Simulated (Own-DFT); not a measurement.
# Computed records: GaAs (zincblende with one plane slipped along a stacking-fault path, atoms displaced), GaP (zincblende, strained, atoms displaced)

Computed with Own-DFT development build. A calculation, not a measurement: plane-wave PBE density functional theory by an unreviewed code, no spin, of a simulated periodic cell, stress positive in tension, free energy of the whole cell less one offset for each atom, forces on such cells passed a denser k mesh, this cell's mesh not checked; offsets are fitted by least squares, one for each functional and potential file, so energies compare only between cells with the same atoms and settings and are not formation energies; the far tail of each file's local potential was reset to the Coulomb form; each entry is a single point on an unrelaxed cell, so the pressure reflects the starting lattice, mostly measured values (interpolated for alloys), from which strain is counted, and rises with the displacements; printed positions are rounded, which can move forces by about a meV/angstrom; the program, named Own-DFT, is a retired in-house code; no spin-orbit coupling.

Common to all runs: functional PBE; potential files PseudoDojo norm-conserving, scalar-relativistic, standard set; wave cutoff 42 hartree; occupations Fermi-Dirac; smearing width 0.1 eV.

(1) GaAs (zincblende with one plane slipped along a stacking-fault path, atoms displaced)

```
cell vectors (Å)
   5.6533    -5.6533     0.0000
   0.0000     5.6533    -5.6533
  11.4950    11.4950    10.9297
atoms (fractions of the cell vectors)
Ga  0.00515  0.00056  0.99722
As  0.00169  0.99007  0.12627
Ga  0.16442  0.32650  0.16723
As  0.15800  0.31173  0.29305
Ga  0.31746  0.13299  0.33618
As  0.31268  0.12520  0.45309
Ga  0.01468  0.02880  0.49429
As  0.01567  0.02887  0.62625
Ga  0.16522  0.36100  0.66505
As  0.17116  0.34160  0.78695
Ga  0.33724  0.17698  0.83029
As  0.32545  0.15583  0.95212
Ga  0.99662  0.48517  0.99363
As  0.99732  0.49296  0.11729
Ga  0.15119  0.81232  0.16292
As  0.16444  0.80561  0.28679
Ga  0.31849  0.63824  0.33403
As  0.31760  0.62778  0.45743
Ga  0.02220  0.54048  0.49856
As  0.01071  0.51549  0.61847
Ga  0.17837  0.85102  0.66731
As  0.16630  0.83801  0.78834
Ga  0.34941  0.69436  0.83609
As  0.34197  0.67656  0.95536
Ga  0.50400  0.00240  0.99556
As  0.49920  0.98813  0.12536
Ga  0.66606  0.32579  0.16558
As  0.65882  0.32024  0.29239
Ga  0.82279  0.15277  0.33539
As  0.82776  0.14336  0.45673
Ga  0.52973  0.02964  0.50409
As  0.52193  0.04175  0.62666
Ga  0.67190  0.34759  0.66708
As  0.66270  0.34768  0.78937
Ga  0.83194  0.16738  0.83612
As  0.83383  0.16311  0.95736
Ga  0.49985  0.50243  0.99687
As  0.49681  0.49256  0.12855
Ga  0.67422  0.82461  0.16674
As  0.66917  0.81742  0.29034
Ga  0.81563  0.63849  0.32958
As  0.81379  0.64370  0.46390
Ga  0.49532  0.52533  0.49633
As  0.51719  0.52352  0.62527
Ga  0.69592  0.86549  0.66905
As  0.66062  0.83418  0.78815
Ga  0.84997  0.68719  0.83125
As  0.84282  0.67396  0.95664
```

Here we set k mesh 4 x 4 x 2 centred on Gamma.

The calculation gives: free energy of cell above offsets -15.075 eV; pressure 4.92 GPa; stress xx -4.83 GPa; stress yy -5.01 GPa; stress zz -4.93 GPa; stress yz -0.65 GPa; stress xz -1.07 GPa; stress xy 1.65 GPa.

Force:
```tsv
element	x (eV/Å)	y (eV/Å)	z (eV/Å)
Ga	0.257	0.506	0.657
As	-0.328	-0.067	-1.02
Ga	-0.235	0.215	0.175
As	-0.186	-0.208	0.163
Ga	-0.891	-1.021	-1.031
As	2.328	0.179	-0.872
Ga	0.322	-0.031	3.124
As	-0.025	-1.001	-0.514
Ga	1.029	-1.195	0.168
As	0.43	1.346	0.166
Ga	-0.806	-0.155	-0.048
As	1.105	0.478	-0.562
Ga	0.477	0.472	-0.849
As	0.184	-0.02	0.728
Ga	0.821	-0.523	-0.166
As	-0.282	0.878	0.174
Ga	0.411	-0.671	-0.512
As	-1.39	1.821	-3.818
Ga	-1.115	-0.17	1.829
As	0.136	1.619	-0.072
Ga	-0.561	-0.561	-0.535
As	1.076	-0.035	-0.363
Ga	-1.584	-0.751	0.56
As	0.006	0.398	0.888
Ga	0.37	0.871	0.589
As	-0.367	-0.053	-0.342
Ga	-0.052	-0.222	0.332
As	-0.785	-0.525	0.648
Ga	-0.375	-0.661	-0.127
As	0.033	1.113	-2.294
Ga	-1.357	0.385	1.28
As	-0.824	-1.141	1.792
Ga	0.773	0.498	-1.329
As	1.284	-0.411	0.303
Ga	-0.692	-0.664	-1.044
As	0.005	-0.258	0.261
Ga	0.313	-0.253	0.608
As	-0.477	-0.661	-0.627
Ga	-0.457	0.374	0.006
As	-0.405	1.032	0.033
Ga	1.65	0.439	-0.095
As	-0.309	-0.324	-2.566
Ga	2.555	-2.034	3.801
As	-0.697	0.564	-0.339
Ga	-1.471	-0.185	-0.181
As	1.454	0.274	-0.197
Ga	-0.893	0.501	0.779
As	-0.457	-0.161	0.439
```

(2) GaP (zincblende, strained, atoms displaced)

```
cell vectors (Å)
  10.8620     0.0000     0.0000
   0.0000    10.8620     0.0000
   0.0000     0.0000    10.9439
atoms (fractions of the cell vectors)
Ga  0.99549  0.99901  0.99832
Ga  0.99933  0.24658  0.25102
Ga  0.25091  0.99969  0.25092
Ga  0.24991  0.24890  0.99810
P   0.12270  0.12277  0.12171
P   0.12419  0.37949  0.37340
P   0.37424  0.12990  0.37787
P   0.37474  0.36889  0.12571
Ga  0.00033  0.00174  0.49904
Ga  0.00331  0.25390  0.75074
Ga  0.24991  0.00205  0.74615
Ga  0.24852  0.24565  0.49461
P   0.12474  0.12677  0.62550
P   0.11850  0.38149  0.87918
P   0.37248  0.12763  0.87305
P   0.37496  0.38007  0.63024
Ga  0.99321  0.49839  0.99878
Ga  0.00036  0.75237  0.24967
Ga  0.25142  0.50090  0.25325
Ga  0.25170  0.75252  0.99671
P   0.12604  0.62268  0.12478
P   0.12858  0.87272  0.37715
P   0.37665  0.62319  0.37755
P   0.37723  0.87690  0.12230
Ga  0.00249  0.50273  0.49904
Ga  0.99975  0.75180  0.74946
Ga  0.25020  0.49608  0.74807
Ga  0.24969  0.74579  0.49777
P   0.12573  0.62362  0.63049
P   0.12468  0.87564  0.87503
P   0.37271  0.62266  0.87578
P   0.37214  0.87315  0.62526
Ga  0.50056  0.99597  0.99929
Ga  0.50048  0.25080  0.24680
Ga  0.74623  0.99668  0.24772
Ga  0.75325  0.24646  0.99781
P   0.62303  0.12838  0.12806
P   0.62486  0.37224  0.37150
P   0.86966  0.12538  0.37343
P   0.87078  0.37515  0.12889
Ga  0.49480  0.00229  0.50030
Ga  0.50069  0.25108  0.75372
Ga  0.75087  0.00022  0.75103
Ga  0.74368  0.24817  0.49765
P   0.62299  0.12241  0.62170
P   0.62434  0.37591  0.87251
P   0.87236  0.12410  0.87710
P   0.87259  0.37541  0.62449
Ga  0.50212  0.50505  0.99762
Ga  0.50078  0.75136  0.24415
Ga  0.74968  0.49364  0.25163
Ga  0.75150  0.74610  0.00489
P   0.62283  0.62813  0.12094
P   0.62677  0.87585  0.37311
P   0.87855  0.62570  0.37837
P   0.87704  0.87174  0.12416
Ga  0.49623  0.50203  0.49601
Ga  0.50299  0.75312  0.75161
Ga  0.74895  0.50084  0.75367
Ga  0.74894  0.75058  0.49746
P   0.62794  0.62273  0.62151
P   0.62593  0.87558  0.87186
P   0.86608  0.62637  0.87377
P   0.87798  0.86984  0.62188
```

Settings of this run: hardware one NVIDIA H100 and k mesh 3 x 3 x 3 centred on Gamma.

Results for GaP (zincblende, strained, atoms displaced): free energy of cell above offsets -34.987 eV; pressure 3.16 GPa; stress xx -3.39 GPa; stress yy -3.31 GPa; stress zz -2.78 GPa; stress yz -0.17 GPa; stress xz 0.14 GPa; stress xy 0.32 GPa; wall time 503.5 s.

Force:
```tsv
element	x (eV/Å)	y (eV/Å)	z (eV/Å)
Ga	0.333	-0.132	0.063
Ga	0.046	0.311	-0.093
Ga	-0.015	0.157	-0.086
Ga	-0.45	0.257	0.081
P	0.134	0.019	0.307
P	-0.021	-0.717	0.14
P	0.353	-0.61	-0.889
P	-0.021	1.032	-0.316
Ga	-0.135	-0.074	-0.035
Ga	-0.53	-0.107	-0.009
Ga	-0.08	-0.175	0.291
Ga	-0.245	1.18	0.876
P	-0.146	0	-0.179
P	0.853	-0.724	-0.371
P	0.302	-0.532	0.146
P	0.206	-1.081	-1.047
Ga	-0.24	0.679	0.552
Ga	0.35	-0.499	0.141
Ga	0.114	-0.185	-0.56
Ga	-0.253	-0.353	0.382
P	-0.126	0.331	-0.189
P	-0.326	0.365	-0.284
P	-0.11	0.664	-0.915
P	-0.489	-0.152	0.298
Ga	-0.161	-0.269	0.576
Ga	-0.022	-0.346	0.328
Ga	-0.383	0.461	0.703
Ga	-0.023	0.006	0.605
P	-0.036	0.125	-0.494
P	-0.049	0.242	-0.198
P	0.219	0.395	-0.442
P	0.236	-0.025	-0.167
Ga	0.175	0.829	-0.235
Ga	-0.236	-0.07	0.462
Ga	0.411	0.302	-0.19
Ga	-0.691	0.633	0.47
P	0.261	-0.723	-0.794
P	-0.581	0.33	0.457
P	0.367	-0.351	0.073
P	0.53	-0.504	-0.608
Ga	0.185	-0.526	-0.087
Ga	-0.064	-0.103	-0.61
Ga	0.115	-0.165	-0.625
Ga	0.474	0.196	0.346
P	-0.015	0.218	0.625
P	0.249	-0.166	0.664
P	0.587	0.074	-0.693
P	0.093	-0.07	-0.121
Ga	-0.431	-0.787	0.182
Ga	-0.105	-0.027	0.633
Ga	-0.082	1.164	0.075
Ga	-0.236	0.671	-0.56
P	0.357	-0.733	0.85
P	-0.745	-0.113	0.233
P	-0.514	-0.012	-0.716
P	-0.373	0.38	0.127
Ga	0.723	-0.58	0.654
Ga	-0.339	-0.724	-0.434
Ga	-0.11	-0.288	-0.796
Ga	0.111	-0.195	0.105
P	-0.468	0.28	0.236
P	0.345	-0.087	0.72
P	1.095	0.104	0.165
P	-0.377	0.803	0.174
```
